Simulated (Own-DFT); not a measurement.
Hf$_{20}$Si$_{39}$ (HfSi2 crystal with one vacancy, atoms displaced) (calculated)

All values are calculated (Own-DFT development build). A calculation, not a measurement: plane-wave density functional theory by an unreviewed code, no spin, of a simulated periodic cell, stress positive in tension, run twice, with PBE and with PBEsol, both on files made for PBE, so the change isn't that of files made for PBEsol, hafnium file: forces about 75 meV/angstrom off all-electron values; forces on such cells moved up to 12 meV/angstrom on a denser k mesh; the far tail of each file's local potential was reset to the Coulomb form; each entry is a single point on an unrelaxed cell, so the pressure reflects the starting lattice, taken from the Materials Project, from which strain is counted, and rises with the displacements; printed positions are rounded, which can move forces by about a meV/angstrom; the program, named Own-DFT, is a retired in-house code; no spin-orbit coupling; stress was not checked against mesh or cutoff.

Settings shared by all entries: functional PBE, then PBEsol; potential files PseudoDojo norm-conserving, scalar-relativistic, standard set; wave cutoff 42 hartree; occupations cold (Marzari-Vanderbilt); smearing width 0.2 eV; k mesh 4 x 4 x 4 centred on Gamma.

```json
{"entry": 1, "formula": "Hf20Si39", "kind": "HfSi2 crystal with one vacancy, atoms displaced", "structure": {"cell_angstrom": [[-7.2972, 7.0724, -1.7824], [3.6486, 7.0873, 5.7379], [3.6486, 3.5213, -8.4115]], "atoms_fractional": [["Hf", 0.52443, 0.5483, 0.76047], ["Hf", 0.27855, 0.25284, 0.04688], ["Si", 0.41732, 0.30749, 0.80435], ["Si", 0.38088, 0.49506, 0.01135], ["Si", 0.27302, 0.59507, 0.69811], ["Si", 0.53015, 0.21202, 0.10767], ["Hf", 0.73004, 0.74796, 0.95256], ["Hf", 0.47969, 0.44913, 0.24217], ["Si", 0.62705, 0.5014, 0.99754], ["Si", 0.47943, 0.78632, 0.89864], ["Si", 0.7225, 0.41133, 0.298], ["Hf", 0.91348, 0.94883, 0.15637], ["Hf", 0.67058, 0.65907, 0.44258], ["Si", 0.82805, 0.6939, 0.19955], ["Si", 0.78071, 0.89376, 0.39171], ["Si", 0.67074, 0.98208, 0.10818], ["Si", 0.91891, 0.61027, 0.49965], ["Hf", 0.02254, 0.54365, 0.75389], ["Hf", 0.78146, 0.25487, 0.04996], ["Si", 0.92293, 0.29976, 0.8065], ["Si", 0.87621, 0.51331, 0.00134], ["Si", 0.76448, 0.60347, 0.70105], ["Si", 0.01992, 0.20147, 0.09627], ["Hf", 0.22278, 0.74535, 0.96098], ["Hf", 0.97342, 0.45768, 0.2401], ["Si", 0.12425, 0.50229, 0.00834], ["Si", 0.07626, 0.70134, 0.19491], ["Si", 0.97289, 0.80531, 0.90802], ["Si", 0.2246, 0.40726, 0.29281], ["Hf", 0.42453, 0.94589, 0.15844], ["Hf", 0.17813, 0.66304, 0.43792], ["Si", 0.32844, 0.70197, 0.20761], ["Si", 0.26953, 0.89336, 0.40471], ["Si", 0.17924, 0.99401, 0.10806], ["Si", 0.42774, 0.59895, 0.48962], ["Hf", 0.62869, 0.15123, 0.36288], ["Hf", 0.36883, 0.85584, 0.64379], ["Si", 0.52555, 0.9032, 0.39822], ["Si", 0.47307, 0.09876, 0.60123], ["Si", 0.38223, 0.1994, 0.30397], ["Si", 0.61664, 0.79939, 0.69684], ["Hf", 0.81145, 0.3475, 0.56159], ["Hf", 0.58341, 0.05255, 0.84312], ["Si", 0.71824, 0.10745, 0.6077], ["Si", 0.67466, 0.29306, 0.80135], ["Si", 0.57427, 0.39449, 0.50205], ["Si", 0.8301, 0.0061, 0.89128], ["Hf", 0.12387, 0.14503, 0.35377], ["Hf", 0.87502, 0.85025, 0.64323], ["Si", 0.02081, 0.90067, 0.40158], ["Si", 0.97397, 0.10355, 0.60096], ["Si", 0.87054, 0.19492, 0.31325], ["Si", 0.13177, 0.79383, 0.69594], ["Hf", 0.32948, 0.34266, 0.56042], ["Hf", 0.06989, 0.06304, 0.84543], ["Si", 0.23484, 0.09758, 0.59013], ["Si", 0.17182, 0.29574, 0.79597], ["Si", 0.07619, 0.39322, 0.49706], ["Si", 0.32558, 0.02061, 0.91556]]}, "results": {"PBE_pressure [GPa]": 2.96, "PBE_stress_xx [GPa]": -2.89, "PBE_stress_yy [GPa]": -3.96, "PBE_stress_zz [GPa]": -2.03, "PBE_stress_yz [GPa]": -0.09, "PBE_stress_xz [GPa]": 0.31, "PBE_stress_xy [GPa]": -0.06, "PBEsol_pressure [GPa]": -0.25, "PBEsol_stress_xx [GPa]": 0.03, "PBEsol_stress_yy [GPa]": -0.65, "PBEsol_stress_zz [GPa]": 1.38, "PBEsol_stress_yz [GPa]": -0.06, "PBEsol_stress_xz [GPa]": 0.31, "PBEsol_stress_xy [GPa]": -0.06, "force_element": ["Hf", "Hf", "Si", "Si", "Si", "Si", "Hf", "Hf", "Si", "Si", "Si", "Hf", "Hf", "Si", "Si", "Si", "Si", "Hf", "Hf", "Si", "Si", "Si", "Si", "Hf", "Hf", "Si", "Si", "Si", "Si", "Hf", "Hf", "Si", "Si", "Si", "Si", "Hf", "Hf", "Si", "Si", "Si", "Si", "Hf", "Hf", "Si", "Si", "Si", "Si", "Hf", "Hf", "Si", "Si", "Si", "Si", "Hf", "Hf", "Si", "Si", "Si", "Si"], "PBE_force_x [eV/angstrom]": [-0.523, 1.416, -0.511, 0.194, -0.26, -1.707, -0.141, 1.076, 0.086, 2.178, -0.581, -1.157, -0.214, 0.721, 0.946, 0.6, -1.316, 0.21, 0.529, 0.098, -0.333, -1.228, -0.446, -0.817, -0.011, -0.644, 0.374, -1.182, -0.169, 0.164, 0.558, -0.554, -0.361, 1.004, 0.665, -0.351, -0.251, 0.021, -0.425, 0.791, -0.153, -1.372, 1.316, -0.93, 0.784, 0.789, 1.049, -0.187, 0.617, -0.049, -0.003, -0.512, 1.817, 0.421, -1.661, 1.011, 0.139, 0.928, -2.453], "PBE_force_y [eV/angstrom]": [-1.79, 0.878, 0.039, 0.058, 0.367, -1.46, -0.717, 0.384, 0.208, 1.178, 0.08, 1.141, 0.583, 0.148, -0.098, 0.769, -0.613, 0.253, -0.595, 0.105, -0.852, 0.302, 0.901, -0.092, 0.185, -0.332, 0.174, -0.384, 0.106, -0.198, -1.449, -0.02, 0.834, -0.552, 0.294, -1.326, 0.677, -0.147, 0.108, -0.475, 0.8, 1.225, -0.436, -0.391, 0.75, 0.498, -0.384, 0.161, 0.776, 0.221, -0.178, 0.482, 0.087, -0.628, -0.04, -0.235, 0.451, 0.352, -2.186], "PBE_force_z [eV/angstrom]": [0.181, 0.267, -0.51, 0.997, -0.704, 0.203, -0.024, 0.157, -0.411, -0.498, 0.062, -0.397, -0.306, 0.535, -0.284, 0.455, -0.065, 0.138, 0.781, 0.616, -0.442, -0.577, -0.678, 0.555, -1.104, 0.564, -0.266, -0.033, -0.181, 0.071, -1.536, 0.558, 0.974, -0.003, 0.165, 0.061, -0.477, -0.164, -0.242, -0.171, 0.881, 0.045, -0.307, -0.091, 0.019, -0.116, -0.15, -0.117, 0.326, 0.187, -0.052, 0.439, 0.431, 0.985, -0.733, -0.332, -0.107, -0.022, 0.445], "PBEsol_force_x [eV/angstrom]": [-0.525, 1.399, -0.513, 0.198, -0.284, -1.701, -0.163, 1.065, 0.091, 2.176, -0.59, -1.15, -0.217, 0.731, 0.954, 0.581, -1.304, 0.212, 0.518, 0.103, -0.336, -1.22, -0.437, -0.809, -0.013, -0.65, 0.37, -1.174, -0.185, 0.195, 0.559, -0.554, -0.365, 1.009, 0.67, -0.34, -0.261, 0.01, -0.417, 0.795, -0.155, -1.359, 1.3, -0.933, 0.781, 0.771, 1.062, -0.185, 0.613, -0.056, -0.004, -0.5, 1.817, 0.414, -1.627, 1.011, 0.14, 0.927, -2.444], "PBEsol_force_y [eV/angstrom]": [-1.754, 0.861, 0.034, 0.056, 0.343, -1.412, -0.69, 0.326, 0.218, 1.144, 0.087, 1.137, 0.591, 0.14, -0.097, 0.748, -0.587, 0.267, -0.595, 0.104, -0.851, 0.278, 0.894, -0.087, 0.181, -0.337, 0.187, -0.395, 0.117, -0.177, -1.43, -0.02, 0.819, -0.556, 0.305, -1.301, 0.651, -0.16, 0.126, -0.479, 0.806, 1.208, -0.438, -0.399, 0.744, 0.471, -0.363, 0.169, 0.756, 0.22, -0.169, 0.459, 0.099, -0.612, -0.05, -0.237, 0.445, 0.328, -2.122], "PBEsol_force_z [eV/angstrom]": [0.218, 0.227, -0.496, 0.969, -0.763, 0.258, 0.044, 0.09, -0.405, -0.544, 0.108, -0.362, -0.387, 0.524, -0.275, 0.418, -0.011, 0.174, 0.743, 0.595, -0.425, -0.637, -0.619, 0.578, -1.11, 0.55, -0.262, -0.094, -0.116, 0.144, -1.547, 0.545, 0.949, -0.07, 0.221, 0.099, -0.493, -0.157, -0.24, -0.228, 0.951, 0.073, -0.327, -0.082, 0.015, -0.179, -0.098, -0.085, 0.283, 0.18, -0.05, 0.39, 0.493, 0.997, -0.756, -0.319, -0.105, -0.079, 0.486], "rms_change_of_force_components_from_PBE_to_PBEsol [eV/angstrom]": 0.027}}
{"entry": 2, "formula": "Hf20Si39", "kind": "HfSi2 crystal with one vacancy, atoms displaced", "structure": {"cell_angstrom": [[-7.2972, 7.0724, -1.7824], [3.6486, 7.0873, 5.7379], [3.6486, 3.5213, -8.4115]], "atoms_fractional": [["Hf", 0.52615, 0.53792, 0.75726], ["Hf", 0.27756, 0.25362, 0.05413], ["Si", 0.42543, 0.29653, 0.80534], ["Si", 0.37397, 0.49999, 0.99367], ["Si", 0.28029, 0.5923, 0.70692], ["Si", 0.51789, 0.20071, 0.10457], ["Hf", 0.72823, 0.74884, 0.95703], ["Hf", 0.4758, 0.45203, 0.23168], ["Si", 0.63119, 0.51197, 0.99317], ["Si", 0.57643, 0.7023, 0.20352], ["Si", 0.48088, 0.79878, 0.90155], ["Si", 0.72342, 0.40474, 0.29789], ["Hf", 0.9296, 0.9427, 0.15847], ["Hf", 0.67782, 0.65734, 0.45106], ["Si", 0.82905, 0.7071, 0.19369], ["Si", 0.7722, 0.89478, 0.39838], ["Si", 0.68232, 0.99539, 0.09844], ["Si", 0.92331, 0.60681, 0.49676], ["Hf", 0.01968, 0.54799, 0.762], ["Hf", 0.77369, 0.24169, 0.03494], ["Si", 0.9192, 0.30328, 0.79771], ["Si", 0.87519, 0.49888, 0.00277], ["Si", 0.77788, 0.6009, 0.69232], ["Si", 0.02082, 0.20201, 0.08857], ["Hf", 0.2205, 0.74665, 0.96245], ["Hf", 0.9632, 0.45653, 0.24858], ["Si", 0.12552, 0.51095, 0.00251], ["Si", 0.07888, 0.70357, 0.20467], ["Si", 0.96803, 0.78988, 0.90852], ["Hf", 0.42466, 0.94028, 0.16076], ["Hf", 0.17677, 0.65953, 0.44613], ["Si", 0.31914, 0.69938, 0.1979], ["Si", 0.27643, 0.8977, 0.40221], ["Si", 0.17615, 0.00116, 0.09786], ["Si", 0.4276, 0.60057, 0.50176], ["Hf", 0.63583, 0.13975, 0.35304], ["Hf", 0.37454, 0.85679, 0.64386], ["Si", 0.52236, 0.90174, 0.40186], ["Si", 0.47208, 0.10398, 0.60597], ["Si", 0.37276, 0.19714, 0.30278], ["Si", 0.62551, 0.79944, 0.69806], ["Hf", 0.81619, 0.34857, 0.56433], ["Hf", 0.57067, 0.06214, 0.843], ["Si", 0.72809, 0.10905, 0.60471], ["Si", 0.66935, 0.30283, 0.80187], ["Si", 0.57696, 0.40649, 0.49796], ["Si", 0.81624, 0.00778, 0.8996], ["Hf", 0.12715, 0.13934, 0.34953], ["Hf", 0.87699, 0.85739, 0.64603], ["Si", 0.02381, 0.89504, 0.40129], ["Si", 0.96952, 0.10404, 0.60131], ["Si", 0.879, 0.19724, 0.30219], ["Si", 0.12427, 0.80055, 0.69902], ["Hf", 0.32021, 0.34535, 0.5553], ["Hf", 0.07244, 0.06433, 0.84068], ["Si", 0.22548, 0.09188, 0.6018], ["Si", 0.17374, 0.30167, 0.80334], ["Si", 0.07395, 0.39227, 0.51037], ["Si", 0.32852, 0.99943, 0.88997]]}, "results": {"PBE_pressure [GPa]": 2.72, "PBE_stress_xx [GPa]": -2.73, "PBE_stress_yy [GPa]": -3.02, "PBE_stress_zz [GPa]": -2.41, "PBE_stress_yz [GPa]": 0.06, "PBE_stress_xz [GPa]": 0.12, "PBE_stress_xy [GPa]": 0.02, "PBEsol_pressure [GPa]": -0.46, "PBEsol_stress_xx [GPa]": 0.13, "PBEsol_stress_yy [GPa]": 0.26, "PBEsol_stress_zz [GPa]": 1.0, "PBEsol_stress_yz [GPa]": 0.1, "PBEsol_stress_xz [GPa]": 0.14, "PBEsol_stress_xy [GPa]": 0.03, "force_element": ["Hf", "Hf", "Si", "Si", "Si", "Si", "Hf", "Hf", "Si", "Si", "Si", "Si", "Hf", "Hf", "Si", "Si", "Si", "Si", "Hf", "Hf", "Si", "Si", "Si", "Si", "Hf", "Hf", "Si", "Si", "Si", "Hf", "Hf", "Si", "Si", "Si", "Si", "Hf", "Hf", "Si", "Si", "Si", "Si", "Hf", "Hf", "Si", "Si", "Si", "Si", "Hf", "Hf", "Si", "Si", "Si", "Si", "Hf", "Hf", "Si", "Si", "Si", "Si"], "PBE_force_x [eV/angstrom]": [0.148, 0.212, 0.564, 0.263, 0.975, -1.33, 0.038, 0.675, 0.26, -0.125, 0.573, -0.457, 0.245, -0.28, 0.163, 0.082, 1.39, -1.358, -0.995, 2.043, -0.054, 0.0, 1.158, 0.321, -0.734, -1.023, -0.101, 0.124, -0.398, -0.34, 0.046, -0.557, 0.24, -0.198, 0.247, 1.343, -0.384, -0.191, -0.418, 0.727, 0.467, -1.361, -0.434, -0.061, -0.212, -0.131, -2.374, 0.632, 0.277, 0.124, -0.52, 0.348, 0.139, -0.577, -0.339, 0.252, -0.011, -0.206, 1.089], "PBE_force_y [eV/angstrom]": [0.701, -0.7, -0.17, 0.151, -0.212, 0.122, -1.059, 0.956, -0.71, -0.284, -0.542, -0.487, 0.05, -0.944, -0.427, 0.58, -0.275, 0.298, -0.162, 2.155, 0.259, -0.101, 0.224, 1.28, 0.118, 0.764, -0.675, -0.695, 1.316, 0.329, -0.663, 0.263, -0.167, -0.123, -0.65, -0.392, -0.26, 0.293, -0.182, 0.539, 0.553, 0.076, -0.25, -0.954, 0.141, -1.106, -0.468, 0.388, -0.238, 0.543, 0.141, 0.017, 0.261, 0.466, -0.882, 0.366, 0.138, -0.074, 0.363], "PBE_force_z [eV/angstrom]": [1.122, 1.026, 0.667, -0.709, 0.06, -0.073, 0.336, -0.925, -1.127, -0.11, -0.444, 0.726, 0.694, 0.923, -0.99, -0.078, -0.598, -0.005, 0.27, 0.111, -0.317, -0.094, -1.139, -0.353, 1.114, -0.08, -0.989, -0.337, 0.427, 0.874, -0.809, -0.58, 0.25, -0.188, 1.017, 0.287, -0.539, -0.113, 0.575, 0.312, 0.396, 0.866, -1.096, -0.098, -0.295, -0.85, 0.264, -0.413, 0.063, 0.222, 0.128, -0.025, -0.163, -0.4, -1.026, 0.881, 0.071, 1.322, -0.04], "PBEsol_force_x [eV/angstrom]": [0.138, 0.168, 0.554, 0.248, 0.969, -1.337, 0.032, 0.646, 0.272, -0.119, 0.573, -0.47, 0.25, -0.285, 0.15, 0.089, 1.393, -1.357, -0.98, 2.018, -0.055, -0.009, 1.147, 0.319, -0.724, -0.981, -0.092, 0.134, -0.385, -0.332, 0.08, -0.563, 0.237, -0.19, 0.265, 1.329, -0.379, -0.185, -0.42, 0.757, 0.461, -1.343, -0.429, -0.057, -0.207, -0.135, -2.372, 0.616, 0.267, 0.127, -0.53, 0.342, 0.139, -0.566, -0.33, 0.261, -0.012, -0.219, 1.078], "PBEsol_force_y [eV/angstrom]": [0.702, -0.72, -0.172, 0.171, -0.226, 0.135, -1.037, 0.96, -0.716, -0.289, -0.547, -0.461, 0.049, -0.942, -0.42, 0.586, -0.283, 0.309, -0.144, 2.12, 0.256, -0.088, 0.196, 1.261, 0.117, 0.723, -0.671, -0.688, 1.276, 0.334, -0.626, 0.278, -0.176, -0.129, -0.614, -0.382, -0.259, 0.293, -0.177, 0.508, 0.561, 0.078, -0.253, -0.96, 0.144, -1.101, -0.443, 0.361, -0.253, 0.545, 0.147, 0.004, 0.268, 0.49, -0.875, 0.361, 0.126, -0.085, 0.373], "PBEsol_force_z [eV/angstrom]": [1.15, 0.997, 0.651, -0.693, 0.0, -0.003, 0.361, -0.945, -1.095, -0.104, -0.512, 0.777, 0.719, 0.863, -0.968, -0.079, -0.661, 0.066, 0.3, 0.07, -0.311, -0.097, -1.201, -0.29, 1.122, -0.087, -0.95, -0.317, 0.373, 0.901, -0.814, -0.563, 0.248, -0.253, 1.074, 0.325, -0.561, -0.111, 0.562, 0.248, 0.467, 0.888, -1.116, -0.088, -0.291, -0.926, 0.334, -0.399, 0.023, 0.214, 0.125, -0.082, -0.105, -0.406, -1.044, 0.862, 0.074, 1.253, 0.026], "rms_change_of_force_components_from_PBE_to_PBEsol [eV/angstrom]": 0.027}}
{"entry": 3, "formula": "Hf20Si39", "kind": "HfSi2 crystal with one vacancy, atoms displaced", "structure": {"cell_angstrom": [[-7.2972, 7.0724, -1.7824], [3.6486, 7.0873, 5.7379], [3.6486, 3.5213, -8.4115]], "atoms_fractional": [["Hf", 0.51379, 0.54305, 0.74778], ["Hf", 0.27872, 0.25688, 0.04113], ["Si", 0.37232, 0.50195, 0.01565], ["Si", 0.2772, 0.59589, 0.70564], ["Si", 0.52798, 0.19849, 0.09915], ["Hf", 0.73405, 0.73635, 0.9486], ["Hf", 0.47273, 0.45791, 0.25039], ["Si", 0.61984, 0.51305, 0.00329], ["Si", 0.57264, 0.69918, 0.19352], ["Si", 0.47251, 0.79942, 0.8967], ["Si", 0.72592, 0.40132, 0.29768], ["Hf", 0.92306, 0.94789, 0.15701], ["Hf", 0.67362, 0.65079, 0.44003], ["Si", 0.8257, 0.69522, 0.19962], ["Si", 0.77729, 0.90293, 0.39851], ["Si", 0.67345, 0.99571, 0.09386], ["Si", 0.91607, 0.59235, 0.49982], ["Hf", 0.03176, 0.54562, 0.76222], ["Hf", 0.77235, 0.2577, 0.04121], ["Si", 0.92441, 0.29657, 0.80632], ["Si", 0.87671, 0.50174, 0.01226], ["Si", 0.77336, 0.60007, 0.70429], ["Si", 0.02057, 0.20424, 0.09432], ["Hf", 0.22292, 0.74571, 0.96228], ["Hf", 0.97512, 0.45284, 0.24001], ["Si", 0.11563, 0.50331, 0.99945], ["Si", 0.0676, 0.70259, 0.20079], ["Si", 0.97693, 0.79996, 0.90063], ["Si", 0.22711, 0.39547, 0.29278], ["Hf", 0.42259, 0.94304, 0.15542], ["Hf", 0.17151, 0.66538, 0.43834], ["Si", 0.32079, 0.70565, 0.20066], ["Si", 0.27088, 0.89187, 0.40207], ["Si", 0.17168, 0.99559, 0.10041], ["Si", 0.42321, 0.60527, 0.50051], ["Hf", 0.63088, 0.14982, 0.35414], ["Hf", 0.38398, 0.85436, 0.64268], ["Si", 0.52727, 0.90904, 0.40092], ["Si", 0.47461, 0.10573, 0.59758], ["Si", 0.38827, 0.19907, 0.30786], ["Si", 0.62857, 0.81309, 0.70404], ["Hf", 0.82492, 0.34186, 0.55958], ["Hf", 0.5741, 0.05065, 0.83589], ["Si", 0.72981, 0.09366, 0.5978], ["Si", 0.68084, 0.29555, 0.78827], ["Si", 0.56573, 0.40206, 0.51708], ["Si", 0.83119, 0.0028, 0.89814], ["Hf", 0.12899, 0.14259, 0.36137], ["Hf", 0.87684, 0.86673, 0.65049], ["Si", 0.02885, 0.8984, 0.39875], ["Si", 0.97239, 0.09769, 0.60915], ["Si", 0.87815, 0.19499, 0.30077], ["Si", 0.13376, 0.80006, 0.70205], ["Hf", 0.32655, 0.35264, 0.54461], ["Hf", 0.07664, 0.05254, 0.85368], ["Si", 0.21507, 0.10754, 0.60138], ["Si", 0.1763, 0.31208, 0.80281], ["Si", 0.07982, 0.39338, 0.49744], ["Si", 0.32654, 0.01049, 0.90458]]}, "results": {"PBE_pressure [GPa]": 3.25, "PBE_stress_xx [GPa]": -3.01, "PBE_stress_yy [GPa]": -3.57, "PBE_stress_zz [GPa]": -3.16, "PBE_stress_yz [GPa]": 0.36, "PBE_stress_xz [GPa]": 0.07, "PBE_stress_xy [GPa]": -0.29, "PBEsol_pressure [GPa]": 0.05, "PBEsol_stress_xx [GPa]": -0.15, "PBEsol_stress_yy [GPa]": -0.26, "PBEsol_stress_zz [GPa]": 0.26, "PBEsol_stress_yz [GPa]": 0.39, "PBEsol_stress_xz [GPa]": 0.08, "PBEsol_stress_xy [GPa]": -0.3, "force_element": ["Hf", "Hf", "Si", "Si", "Si", "Hf", "Hf", "Si", "Si", "Si", "Si", "Hf", "Hf", "Si", "Si", "Si", "Si", "Hf", "Hf", "Si", "Si", "Si", "Si", "Hf", "Hf", "Si", "Si", "Si", "Si", "Hf", "Hf", "Si", "Si", "Si", "Si", "Hf", "Hf", "Si", "Si", "Si", "Si", "Hf", "Hf", "Si", "Si", "Si", "Si", "Hf", "Hf", "Si", "Si", "Si", "Si", "Hf", "Hf", "Si", "Si", "Si", "Si"], "PBE_force_x [eV/angstrom]": [-0.001, 0.924, -0.477, 0.428, 0.272, 1.598, -0.581, -0.74, 0.324, -0.047, 0.225, -0.273, 0.748, 0.578, -0.017, -0.127, -0.58, 0.656, 0.173, -0.129, -0.304, -0.144, -0.451, -0.414, 0.355, -0.723, -0.232, -0.084, 0.394, 0.019, -0.267, -0.414, -0.049, 0.306, 0.011, -0.313, 1.045, -0.047, 0.27, 0.471, -1.41, -0.567, 0.417, 0.72, 1.097, -2.369, 0.89, -0.331, -1.438, 0.626, -0.246, 0.397, 0.435, 0.879, -0.466, -0.614, -0.781, 1.042, -0.66], "PBE_force_y [eV/angstrom]": [2.837, -0.042, -0.353, -0.489, -0.205, 0.572, 0.304, -1.181, 0.603, 0.091, -0.209, -0.554, 0.818, 0.297, -0.361, 0.086, 1.264, -1.293, 0.245, 0.341, -0.909, -0.554, 0.564, -0.387, 0.479, 0.657, 0.201, 0.054, 0.433, 0.379, -1.09, -0.264, 1.27, 0.857, -0.064, -0.223, -0.211, -0.235, 0.025, -1.471, -1.407, 0.061, 1.799, 0.133, -0.08, -0.422, -0.165, -0.524, -1.583, -0.007, 0.474, 0.472, -0.075, -0.894, -0.118, 0.668, -0.367, 0.213, -0.459], "PBE_force_z [eV/angstrom]": [-1.976, -0.256, 0.968, -0.197, 1.192, 0.163, 0.053, -0.27, -0.326, -0.663, -0.066, 0.011, -0.001, 0.292, -0.213, -0.662, 0.419, 1.372, -0.494, 0.517, 0.969, -0.3, -0.049, 0.473, -0.913, -0.563, -0.047, -0.559, 0.27, 0.095, -2.125, -0.251, 0.613, -0.477, 0.864, -0.354, 0.283, -0.182, -0.041, 0.205, 0.292, 0.754, -0.403, 0.586, -0.529, 0.231, 0.447, 0.877, -0.584, 0.315, 0.609, -0.274, 0.723, -1.194, 1.199, -0.737, -0.48, -0.24, 0.631], "PBEsol_force_x [eV/angstrom]": [-0.002, 0.941, -0.471, 0.419, 0.276, 1.587, -0.575, -0.768, 0.339, -0.045, 0.239, -0.28, 0.738, 0.588, -0.027, -0.134, -0.589, 0.657, 0.155, -0.121, -0.3, -0.122, -0.452, -0.405, 0.361, -0.73, -0.244, -0.085, 0.376, 0.019, -0.272, -0.398, -0.05, 0.307, 0.009, -0.31, 1.029, -0.05, 0.28, 0.481, -1.396, -0.561, 0.379, 0.719, 1.101, -2.362, 0.877, -0.318, -1.412, 0.626, -0.246, 0.398, 0.436, 0.867, -0.448, -0.622, -0.781, 1.024, -0.652], "PBEsol_force_y [eV/angstrom]": [2.847, -0.062, -0.375, -0.497, -0.181, 0.578, 0.286, -1.179, 0.619, 0.064, -0.195, -0.535, 0.798, 0.293, -0.357, 0.064, 1.245, -1.262, 0.239, 0.347, -0.927, -0.564, 0.567, -0.376, 0.463, 0.669, 0.208, 0.038, 0.441, 0.381, -1.071, -0.261, 1.267, 0.818, -0.05, -0.22, -0.219, -0.252, 0.039, -1.449, -1.36, 0.068, 1.755, 0.125, -0.076, -0.431, -0.139, -0.508, -1.568, -0.003, 0.451, 0.446, -0.052, -0.888, -0.138, 0.666, -0.354, 0.196, -0.43], "PBEsol_force_z [eV/angstrom]": [-1.872, -0.326, 0.951, -0.263, 1.242, 0.194, 0.021, -0.257, -0.328, -0.711, -0.02, 0.051, -0.039, 0.281, -0.2, -0.72, 0.487, 1.381, -0.54, 0.499, 0.957, -0.368, 0.018, 0.507, -0.922, -0.557, -0.047, -0.617, 0.325, 0.132, -2.123, -0.24, 0.594, -0.526, 0.911, -0.315, 0.235, -0.174, -0.043, 0.137, 0.352, 0.782, -0.475, 0.57, -0.517, 0.189, 0.511, 0.898, -0.609, 0.307, 0.598, -0.334, 0.779, -1.099, 1.144, -0.717, -0.467, -0.302, 0.677], "rms_change_of_force_components_from_PBE_to_PBEsol [eV/angstrom]": 0.029}}
```
